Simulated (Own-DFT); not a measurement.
## Calculated data, AlN (wurtzite, atoms displaced)

A calculation, not a measurement: plane-wave PBE density functional theory by an unreviewed code, no spin, of a simulated periodic cell, stress positive in tension, free energy of the whole cell less one offset for each atom, forces on such cells passed a denser k mesh, this cell's mesh not checked; offsets are fitted by least squares, one for each functional and potential file, so energies compare only between cells with the same atoms and settings and are not formation energies; the far tail of each file's local potential was reset to the Coulomb form; each entry is a single point on an unrelaxed cell, so the pressure reflects the starting lattice, mostly measured values (interpolated for alloys), from which strain is counted, and rises with the displacements; printed positions are rounded, which can move forces by about a meV/angstrom; the program, named Own-DFT, is a retired in-house code; no spin-orbit coupling. Program: Own-DFT development build.

Settings shared by all entries: functional PBE; potential files PseudoDojo norm-conserving, scalar-relativistic, standard set; wave cutoff 42 hartree; occupations Fermi-Dirac; smearing width 0.1 eV; hardware one NVIDIA H100; k mesh 2 x 2 x 2 centred on Gamma.

```json
{"entry": 1, "formula": "AlN", "kind": "wurtzite, atoms displaced", "structure": {"cell_angstrom": [[12.448, 0.0, 0.0], [-6.224, 10.7803, 0.0], [0.0, 0.0, 9.964]], "atoms_fractional": [["Al", 0.08161, 0.16526, 0.00171], ["Al", 0.15238, 0.09003, 0.24784], ["N", 0.08004, 0.15904, 0.19773], ["N", 0.18049, 0.09002, 0.43526], ["Al", 0.07472, 0.16863, 0.50458], ["Al", 0.17067, 0.09008, 0.75425], ["N", 0.09513, 0.16602, 0.71033], ["N", 0.15106, 0.08052, 0.95302], ["Al", 0.06907, 0.41228, 0.00024], ["Al", 0.17728, 0.32846, 0.25083], ["N", 0.0803, 0.42446, 0.19952], ["N", 0.17557, 0.33328, 0.43373], ["Al", 0.0838, 0.41605, 0.49622], ["Al", 0.16964, 0.34196, 0.76273], ["N", 0.0773, 0.41147, 0.69215], ["N", 0.17818, 0.33919, 0.93768], ["Al", 0.08977, 0.66295, 0.01617], ["Al", 0.15657, 0.58196, 0.24953], ["N", 0.08456, 0.68033, 0.18416], ["N", 0.15854, 0.57745, 0.44443], ["Al", 0.09394, 0.67017, 0.48239], ["Al", 0.17198, 0.58945, 0.73249], ["N", 0.07447, 0.66289, 0.70312], ["N", 0.15888, 0.57832, 0.93733], ["Al", 0.07553, 0.90122, 0.99684], ["Al", 0.17981, 0.84245, 0.2359], ["N", 0.08167, 0.89881, 0.19892], ["N", 0.16068, 0.81872, 0.44526], ["Al", 0.08856, 0.92576, 0.49211], ["Al", 0.15361, 0.80754, 0.74858], ["N", 0.08433, 0.9224, 0.70459], ["N", 0.15329, 0.83173, 0.95169], ["Al", 0.34403, 0.17488, 0.01446], ["Al", 0.42335, 0.0899, 0.2368], ["N", 0.35472, 0.18103, 0.17892], ["N", 0.40405, 0.06799, 0.42965], ["Al", 0.33815, 0.17431, 0.49969], ["Al", 0.42037, 0.07824, 0.76059], ["N", 0.34047, 0.16759, 0.68698], ["N", 0.42219, 0.08632, 0.94098], ["Al", 0.33166, 0.43281, 0.00699], ["Al", 0.40812, 0.31631, 0.24149], ["N", 0.33722, 0.41439, 0.19828], ["N", 0.42494, 0.35121, 0.44242], ["Al", 0.33368, 0.41899, 0.51343], ["Al", 0.42505, 0.33291, 0.76153], ["N", 0.3293, 0.41747, 0.68973], ["N", 0.41326, 0.32338, 0.95366], ["Al", 0.33667, 0.66068, 0.02502], ["Al", 0.41491, 0.57701, 0.23691], ["N", 0.34087, 0.66791, 0.20128], ["N", 0.42153, 0.59716, 0.43636], ["Al", 0.31823, 0.6562, 0.4988], ["Al", 0.41961, 0.56966, 0.75103], ["N", 0.33581, 0.67394, 0.69936], ["N", 0.41269, 0.58027, 0.92729], ["Al", 0.34376, 0.91571, 0.00445], ["Al", 0.42159, 0.85327, 0.26759], ["N", 0.33697, 0.91032, 0.20487], ["N", 0.42098, 0.83785, 0.43456], ["Al", 0.33072, 0.91985, 0.51255], ["Al", 0.42457, 0.82633, 0.75315], ["N", 0.33462, 0.90572, 0.69081], ["N", 0.41476, 0.8181, 0.93394], ["Al", 0.57653, 0.16496, 0.99686], ["Al", 0.66295, 0.06703, 0.25538], ["N", 0.58987, 0.17535, 0.18109], ["N", 0.6581, 0.0903, 0.43935], ["Al", 0.57942, 0.16661, 0.52478], ["Al", 0.6711, 0.09123, 0.75471], ["N", 0.57611, 0.16769, 0.68557], ["N", 0.67912, 0.09393, 0.94651], ["Al", 0.59006, 0.41529, 0.98489], ["Al", 0.67335, 0.33168, 0.2652], ["N", 0.57576, 0.41043, 0.22043], ["N", 0.66902, 0.33212, 0.4345], ["Al", 0.59356, 0.4307, 0.49302], ["Al", 0.65665, 0.32162, 0.74173], ["N", 0.57154, 0.41154, 0.69908], ["N", 0.66708, 0.33229, 0.93906], ["Al", 0.58179, 0.66819, 0.00156], ["Al", 0.67233, 0.58697, 0.23561], ["N", 0.57031, 0.65523, 0.19837], ["N", 0.66772, 0.57928, 0.42819], ["Al", 0.58311, 0.66793, 0.49928], ["Al", 0.67241, 0.5889, 0.75936], ["N", 0.57533, 0.67508, 0.68749], ["N", 0.67278, 0.57764, 0.92876], ["Al", 0.58017, 0.9056, 0.99815], ["Al", 0.66811, 0.82996, 0.25636], ["N", 0.58708, 0.92546, 0.19059], ["N", 0.65542, 0.83081, 0.43553], ["Al", 0.58619, 0.92803, 0.52375], ["Al", 0.67044, 0.82925, 0.75512], ["N", 0.58675, 0.90972, 0.68044], ["N", 0.66349, 0.82927, 0.93787], ["Al", 0.84677, 0.17742, 0.99794], ["Al", 0.92749, 0.08038, 0.24966], ["N", 0.85061, 0.16664, 0.18762], ["N", 0.90991, 0.08931, 0.42658], ["Al", 0.83115, 0.15677, 0.48515], ["Al", 0.9077, 0.08224, 0.74503], ["N", 0.84085, 0.17012, 0.68132], ["N", 0.91822, 0.07059, 0.96216], ["Al", 0.8541, 0.41907, 0.0038], ["Al", 0.9051, 0.33497, 0.26356], ["N", 0.84418, 0.42365, 0.1963], ["N", 0.91017, 0.33493, 0.44768], ["Al", 0.83763, 0.41029, 0.49851], ["Al", 0.91285, 0.32789, 0.75673], ["N", 0.82497, 0.41004, 0.70906], ["N", 0.9177, 0.33139, 0.94625], ["Al", 0.81221, 0.65718, 0.99599], ["Al", 0.92489, 0.58338, 0.25644], ["N", 0.83487, 0.67783, 0.19164], ["N", 0.92245, 0.58398, 0.43279], ["Al", 0.83659, 0.6522, 0.50872], ["Al", 0.91392, 0.58722, 0.75327], ["N", 0.82385, 0.6576, 0.69593], ["N", 0.91715, 0.58182, 0.94656], ["Al", 0.83481, 0.91452, 0.0103], ["Al", 0.9099, 0.8423, 0.27214], ["N", 0.83266, 0.9139, 0.17418], ["N", 0.92163, 0.83271, 0.45216], ["Al", 0.82829, 0.92402, 0.5173], ["Al", 0.92327, 0.83897, 0.72489], ["N", 0.82699, 0.91549, 0.6854], ["N", 0.93034, 0.84714, 0.94271]]}, "results": {"free_energy_of_cell_above_offsets [eV]": "-24.465", "pressure [GPa]": 11.75, "stress_xx [GPa]": -10.13, "stress_yy [GPa]": -10.85, "stress_zz [GPa]": -14.26, "stress_yz [GPa]": -0.39, "stress_xz [GPa]": -0.2, "stress_xy [GPa]": 0.2, "force_element": ["Al", "Al", "N", "N", "Al", "Al", "N", "N", "Al", "Al", "N", "N", "Al", "Al", "N", "N", "Al", "Al", "N", "N", "Al", "Al", "N", "N", "Al", "Al", "N", "N", "Al", "Al", "N", "N", "Al", "Al", "N", "N", "Al", "Al", "N", "N", "Al", "Al", "N", "N", "Al", "Al", "N", "N", "Al", "Al", "N", "N", "Al", "Al", "N", "N", "Al", "Al", "N", "N", "Al", "Al", "N", "N", "Al", "Al", "N", "N", "Al", "Al", "N", "N", "Al", "Al", "N", "N", "Al", "Al", "N", "N", "Al", "Al", "N", "N", "Al", "Al", "N", "N", "Al", "Al", "N", "N", "Al", "Al", "N", "N", "Al", "Al", "N", "N", "Al", "Al", "N", "N", "Al", "Al", "N", "N", "Al", "Al", "N", "N", "Al", "Al", "N", "N", "Al", "Al", "N", "N", "Al", "Al", "N", "N", "Al", "Al", "N", "N"], "force_x [eV/angstrom]": [-0.089, 8.808, -2.72, -3.274, 2.521, 3.465, -5.983, 4.822, 4.641, -2.869, 0.738, -2.101, 0.028, 0.202, 0.527, -2.81, -2.04, 1.712, 1.711, 0.955, -3.001, -1.062, 0.871, 1.616, -1.221, -1.499, -4.023, -0.085, 1.917, 0.034, 2.427, 7.429, -2.242, 0.76, -1.266, 0.331, 1.371, -2.655, -0.137, -1.322, 2.3, 0.387, -0.702, -0.05, 0.948, -3.894, 0.789, -0.226, -1.991, -1.447, -2.171, -0.601, 3.469, -2.169, 0.667, 1.086, -1.711, 4.82, -1.798, -0.643, 0.575, -1.195, -0.403, -0.171, 3.417, -0.103, 0.846, 2.121, -0.897, 0.577, 1.702, -1.059, -1.191, -1.767, 2.237, 0.16, -0.998, -0.269, 3.804, 1.462, 0.056, -0.686, 3.168, 0.491, -0.103, -2.701, 2.978, -5.486, -0.505, -1.261, 0.309, 1.97, -1.358, -1.48, 0.317, 1.247, 0.017, -4.039, -2.495, 4.31, -4.657, 3.352, -1.67, -2.746, -5.423, 3.75, -1.767, 4.313, -4.156, -0.223, 0.864, 0.203, 7.622, -2.356, 0.471, 0.572, -2.096, 0.65, 1.521, -0.357, 1.038, 2.622, -0.657, -2.021, 0.029, -1.135, 0.836, -5.722], "force_y [eV/angstrom]": [1.015, -5.449, 5.251, -0.176, 0.549, -2.276, 2.035, -0.433, 2.607, 0.95, -2.695, -0.393, -1.764, -1.13, 0.758, -1.036, 0.661, 1.778, -2.325, -0.478, -3.073, -1.54, -4.807, 0.041, 4.897, -1.747, 4.077, 6.297, -1.169, 8.452, -0.234, -2.311, -3.727, -0.641, -7.598, 3.605, 0.719, -1.073, -0.39, -2.108, -3.498, 8.568, -0.582, -2.827, 0.988, -2.394, -1.541, 4.77, 0.245, -0.093, 0.328, -2.594, 3.248, 2.875, -3.541, 1.584, -1.074, -3.258, 3.968, -0.511, -1.989, 1.449, 0.959, 1.73, 2.336, 6.517, -1.622, -0.901, -0.074, -1.023, -2.252, -1.707, -1.312, 0.479, 1.433, -0.058, -3.641, 3.882, 2.971, -0.77, -1.199, -2.235, 3.038, 4.146, -0.506, -1.827, -1.691, -1.039, 2.307, 0.143, -5.361, 2.069, -1.247, 0.405, 1.334, -0.015, -4.365, -0.852, 0.776, -2.776, 3.491, -0.299, -0.784, 3.79, 1.173, -1.799, -0.532, -2.537, 2.371, 1.618, 0.534, -0.838, 4.835, 1.954, -0.928, -1.098, 1.4, -2.417, 2.288, 0.313, -1.596, -2.15, -0.02, 0.446, -1.683, -0.996, 0.686, -4.507], "force_z [eV/angstrom]": [-0.183, 1.357, -2.748, -0.079, 0.461, 2.258, -3.392, -0.631, 1.48, -0.123, -1.011, 1.904, 0.43, -2.567, -0.626, 3.302, -5.256, -0.091, 4.552, -0.976, 3.043, 2.98, -3.913, 0.736, 3.137, 2.932, -0.106, -1.136, 1.04, 2.679, -2.822, -2.148, -5.397, 2.289, 3.162, 1.036, -0.281, -2.061, 1.535, 0.904, 0.228, 4.36, -2.266, -0.009, -3.424, 0.129, 2.002, -2.252, -4.372, 4.82, 0.537, 0.694, 0.076, -1.61, -2.732, 3.552, -0.671, -2.027, -4.865, 5.796, -2.394, -1.035, 2.55, 2.611, 1.071, -0.307, 1.455, 1.446, -10.47, -0.019, 6.607, -1.722, 2.508, -5.12, -3.31, 6.026, 0.335, 2.581, -1.852, -0.623, -0.013, 2.226, -3.063, 1.761, -0.884, -4.329, 0.68, 2.617, 0.878, -1.588, -1.953, 2.048, -10.71, -0.696, 9.705, 0.928, 2.357, -2.117, 1.488, 2.311, 1.637, 2.755, 0.216, -3.575, 0.312, -1.394, -0.906, -0.856, 2.437, -1.257, -2.475, -2.538, 2.766, -2.852, -0.41, 2.9, -1.868, 2.077, -1.497, 0.072, -5.915, -3.269, 8.654, 1.643, -6.195, 3.126, 3.529, -2.73], "wall_time [s]": 407.7}}
{"entry": 2, "formula": "AlN", "kind": "wurtzite, atoms displaced", "structure": {"cell_angstrom": [[12.448, 0.0, 0.0], [-6.224, 10.7803, 0.0], [0.0, 0.0, 9.964]], "atoms_fractional": [["Al", 0.06917, 0.16472, 0.0109], ["Al", 0.16542, 0.07151, 0.25106], ["N", 0.08201, 0.17694, 0.20093], ["N", 0.14919, 0.06316, 0.45815], ["Al", 0.08778, 0.16601, 0.50369], ["Al", 0.15603, 0.066, 0.7463], ["N", 0.08345, 0.17375, 0.70183], ["N", 0.18173, 0.089, 0.93447], ["Al", 0.09417, 0.4098, 0.00149], ["Al", 0.1792, 0.34657, 0.2456], ["N", 0.09407, 0.43049, 0.19457], ["N", 0.15359, 0.3387, 0.43524], ["Al", 0.0768, 0.42228, 0.50222], ["Al", 0.17273, 0.33303, 0.74986], ["N", 0.06634, 0.40214, 0.68961], ["N", 0.17277, 0.33007, 0.94647], ["Al", 0.07435, 0.65789, 0.0041], ["Al", 0.17935, 0.59032, 0.23874], ["N", 0.08343, 0.6758, 0.18687], ["N", 0.16983, 0.57007, 0.45188], ["Al", 0.08324, 0.66966, 0.50384], ["Al", 0.16566, 0.5804, 0.74202], ["N", 0.09234, 0.6791, 0.69484], ["N", 0.17616, 0.59314, 0.94509], ["Al", 0.08528, 0.93097, 0.97392], ["Al", 0.16119, 0.83327, 0.25073], ["N", 0.0904, 0.92518, 0.19014], ["N", 0.15653, 0.83455, 0.43175], ["Al", 0.08248, 0.92396, 0.48945], ["Al", 0.17656, 0.84335, 0.7657], ["N", 0.08174, 0.91455, 0.71821], ["N", 0.15446, 0.81123, 0.94589], ["Al", 0.32753, 0.15085, 0.00325], ["Al", 0.41068, 0.09342, 0.26223], ["N", 0.34101, 0.18848, 0.19083], ["N", 0.42205, 0.08129, 0.44313], ["Al", 0.32512, 0.168, 0.50814], ["Al", 0.41068, 0.06978, 0.74767], ["N", 0.35016, 0.1611, 0.695], ["N", 0.39678, 0.07816, 0.92552], ["Al", 0.34223, 0.42681, 0.00291], ["Al", 0.43015, 0.3405, 0.25542], ["N", 0.34755, 0.42952, 0.19442], ["N", 0.41506, 0.32149, 0.4364], ["Al", 0.33972, 0.42125, 0.5121], ["Al", 0.42846, 0.32177, 0.76042], ["N", 0.32927, 0.42429, 0.69326], ["N", 0.43085, 0.32689, 0.93584], ["Al", 0.33768, 0.65461, 0.98724], ["Al", 0.41577, 0.58417, 0.24002], ["N", 0.33871, 0.68295, 0.18463], ["N", 0.42897, 0.58499, 0.43381], ["Al", 0.3301, 0.66032, 0.48834], ["Al", 0.41139, 0.58164, 0.74124], ["N", 0.34636, 0.66913, 0.69046], ["N", 0.42804, 0.58428, 0.93924], ["Al", 0.32502, 0.91394, 0.00031], ["Al", 0.43437, 0.84323, 0.24713], ["N", 0.32919, 0.91226, 0.18952], ["N", 0.41617, 0.82178, 0.44589], ["Al", 0.32499, 0.91603, 0.49488], ["Al", 0.41351, 0.82861, 0.7395], ["N", 0.34147, 0.91682, 0.69945], ["N", 0.42814, 0.83782, 0.95967], ["Al", 0.59434, 0.16787, 0.99766], ["Al", 0.65529, 0.09061, 0.25908], ["N", 0.57376, 0.16365, 0.18021], ["N", 0.66916, 0.0899, 0.42536], ["Al", 0.57801, 0.16002, 0.50161], ["Al", 0.65572, 0.07821, 0.74347], ["N", 0.58719, 0.17865, 0.70424], ["N", 0.6611, 0.08128, 0.93119], ["Al", 0.56701, 0.37787, 0.00862], ["Al", 0.66218, 0.33589, 0.24219], ["N", 0.56793, 0.40095, 0.21456], ["N", 0.66967, 0.32462, 0.42181], ["Al", 0.58615, 0.40108, 0.50579], ["Al", 0.66252, 0.32102, 0.73985], ["N", 0.57848, 0.40886, 0.66024], ["N", 0.67478, 0.34049, 0.9478], ["Al", 0.57931, 0.66176, 0.02698], ["Al", 0.65993, 0.5803, 0.26492], ["N", 0.59963, 0.67109, 0.18407], ["N", 0.68108, 0.58175, 0.43396], ["Al", 0.58936, 0.65492, 0.50751], ["Al", 0.6581, 0.57437, 0.74791], ["N", 0.59229, 0.67008, 0.68383], ["N", 0.67778, 0.6028, 0.94343], ["Al", 0.57074, 0.90975, 0.9887], ["Al", 0.66645, 0.81291, 0.23926], ["N", 0.57633, 0.91856, 0.17704], ["N", 0.66386, 0.82346, 0.44736], ["Al", 0.5978, 0.92248, 0.49656], ["Al", 0.67943, 0.83538, 0.74019], ["N", 0.58396, 0.91374, 0.69494], ["N", 0.65962, 0.82039, 0.95067], ["Al", 0.82167, 0.14571, 0.99262], ["Al", 0.90623, 0.07888, 0.26101], ["N", 0.83271, 0.16133, 0.19257], ["N", 0.91062, 0.07161, 0.44219], ["Al", 0.83081, 0.15539, 0.49826], ["Al", 0.91956, 0.0858, 0.75605], ["N", 0.83048, 0.16336, 0.68572], ["N", 0.92291, 0.09109, 0.92943], ["Al", 0.84285, 0.42305, 0.01873], ["Al", 0.91439, 0.33292, 0.24341], ["N", 0.84974, 0.43156, 0.20354], ["N", 0.90333, 0.33048, 0.43892], ["Al", 0.83844, 0.40793, 0.50761], ["Al", 0.90537, 0.33525, 0.73566], ["N", 0.85549, 0.43473, 0.67487], ["N", 0.91387, 0.34854, 0.92495], ["Al", 0.83427, 0.65613, 0.00151], ["Al", 0.92452, 0.59029, 0.23548], ["N", 0.82127, 0.66537, 0.18718], ["N", 0.91151, 0.56772, 0.44645], ["Al", 0.82829, 0.65998, 0.51368], ["Al", 0.9056, 0.5744, 0.74411], ["N", 0.83752, 0.67279, 0.66794], ["N", 0.92215, 0.58248, 0.95413], ["Al", 0.84564, 0.92684, 0.99535], ["Al", 0.90843, 0.84192, 0.2618], ["N", 0.84611, 0.92422, 0.1984], ["N", 0.89577, 0.80859, 0.44881], ["Al", 0.82418, 0.90722, 0.51274], ["Al", 0.90298, 0.82915, 0.74497], ["N", 0.83523, 0.92079, 0.68924], ["N", 0.92319, 0.827, 0.93011]]}, "results": {"free_energy_of_cell_above_offsets [eV]": "-21.004", "pressure [GPa]": 12.67, "stress_xx [GPa]": -9.16, "stress_yy [GPa]": -15.34, "stress_zz [GPa]": -13.53, "stress_yz [GPa]": -1.77, "stress_xz [GPa]": -0.76, "stress_xy [GPa]": -0.56, "force_element": ["Al", "Al", "N", "N", "Al", "Al", "N", "N", "Al", "Al", "N", "N", "Al", "Al", "N", "N", "Al", "Al", "N", "N", "Al", "Al", "N", "N", "Al", "Al", "N", "N", "Al", "Al", "N", "N", "Al", "Al", "N", "N", "Al", "Al", "N", "N", "Al", "Al", "N", "N", "Al", "Al", "N", "N", "Al", "Al", "N", "N", "Al", "Al", "N", "N", "Al", "Al", "N", "N", "Al", "Al", "N", "N", "Al", "Al", "N", "N", "Al", "Al", "N", "N", "Al", "Al", "N", "N", "Al", "Al", "N", "N", "Al", "Al", "N", "N", "Al", "Al", "N", "N", "Al", "Al", "N", "N", "Al", "Al", "N", "N", "Al", "Al", "N", "N", "Al", "Al", "N", "N", "Al", "Al", "N", "N", "Al", "Al", "N", "N", "Al", "Al", "N", "N", "Al", "Al", "N", "N", "Al", "Al", "N", "N", "Al", "Al", "N", "N"], "force_x [eV/angstrom]": [3.892, -1.332, 0.748, 1.199, -2.831, 0.535, 1.873, -4.454, -3.733, -0.932, -0.294, 3.472, -0.415, -2.582, 2.631, 0.828, 3.337, -2.254, 1.952, -1.951, -0.601, -0.408, -0.12, 0.049, 1.673, 1.046, -1.565, 1.266, -0.674, -0.415, -0.38, 0.123, -0.169, 1.163, -0.522, -2.552, 1.699, 1.547, -4.782, 4.383, 1.093, -9.672, 0.037, -1.322, -0.761, -1.435, 2.468, -5.232, -1.8, -0.174, 2.44, -0.704, 2.289, 3.461, -3.253, -0.512, 1.145, -4.567, -0.385, -0.682, 1.679, 1.867, -1.681, -8.901, -2.114, 1.79, -0.156, 0.205, 1.347, 1.928, 0.201, 1.103, 1.447, 3.086, 7.684, -0.602, 0.509, 0.444, 0.153, 1.714, 1.761, 2.337, -1.768, -3.047, -0.563, 0.871, -0.788, -0.513, 8.164, -1.339, 4.718, 0.172, -2.01, -3.606, 0.367, 0.761, -1.428, 1.481, -1.834, 0.637, -0.258, -0.859, -0.945, -0.726, -0.351, 1.462, -1.966, 4.833, -3.908, 2.566, -3.455, 2.282, -1.595, -2.423, 1.711, 0.312, 2.733, 1.131, -0.502, -2.611, -0.636, 4.504, -3.678, 0.83, 1.18, 2.992, 0.871, -2.457], "force_y [eV/angstrom]": [1.575, 5.214, -1.731, 12.1, 1.344, 6.718, -2.509, 0.232, 2.371, -1.029, -2.515, -1.446, -4.451, 0.497, 2.187, -0.037, 0.83, 1.145, -1.217, 4.826, -1.339, 0.207, -1.184, -2.725, -3.997, 0.607, -2.986, 0.14, -12.84, -2.648, -3.3, 5.162, 3.625, -1.504, -4.515, -0.473, -1.115, 2.321, 0.976, -1.533, -2.507, -3.068, -2.436, 1.448, -0.664, 0.351, -1.973, -1.055, 3.777, 3.134, -2.503, -0.939, 0.13, 1.522, -0.731, -0.795, -1.182, -1.691, 1.941, 3.253, -1.446, 0.142, -1.577, -5.189, -0.284, -1.507, 1.209, -1.695, 2.119, 0.613, -9.055, -0.836, 5.382, -0.646, 6.431, -0.58, 0.583, 9.537, 0.876, -1.586, 0.304, -0.731, -5.469, -2.142, 0.831, 1.226, -1.3, -3.35, 3.891, 8.419, 2.251, 0.405, -1.882, -1.789, 0.515, 3.233, 3.254, 1.507, 0.822, 0.236, 2.351, 0.801, -0.563, -1.848, -0.714, 0.014, -3.598, -2.833, 1.849, -1.769, -4.412, -2.436, 2.166, 1.458, 0.509, 2.995, -3.052, 5.788, -1.263, -1.657, -3.732, -3.795, 0.192, 6.078, 0.074, -0.758, 1.29, 1.139], "force_z [eV/angstrom]": [0.485, 0.425, -0.582, -3.201, -0.316, 1.115, -1.86, -0.342, -0.594, 1.445, -1.537, 1.071, 0.343, 0.841, 0.294, -0.461, -0.031, 1.31, 1.06, -2.433, -0.224, 0.979, -0.46, -1.216, 2.212, -2.024, -1.113, 2.241, 3.584, -0.799, -3.264, -0.411, 1.324, -2.649, -0.057, 0.659, 0.217, 1.11, -2.252, 1.838, -0.347, 2.546, -1.587, 2.14, -3.072, -2.487, 0.195, 0.487, 1.403, 2.221, 0.068, 0.376, 1.409, 1.763, -1.036, -0.475, 0.532, 1.349, 1.461, -0.807, 0.087, 1.95, -2.636, -4.847, -0.475, -5.955, 0.88, 6.122, -0.19, 0.635, -3.734, 0.001, 2.896, 0.752, -5.496, 3.904, -11.87, 2.859, 12.77, -1.422, -10.79, -3.56, 6.775, 3.465, -2.483, 1.242, 1.746, -1.687, 2.103, 2.714, 1.155, -1.368, 0.014, 2.914, -1.351, -1.233, 1.142, -0.518, -1.399, 1.607, -0.339, -3.8, 0.549, 2.616, -1.82, 1.57, -2.113, -1.149, -4.67, 2.48, 2.668, 1.904, 0.43, 3.718, 0.945, -0.87, -10.36, 1.942, 12.8, -2.734, 0.796, -0.091, -2.93, -1.086, -3.376, 0.775, 1.499, 1.047], "wall_time [s]": 404.1}}
```
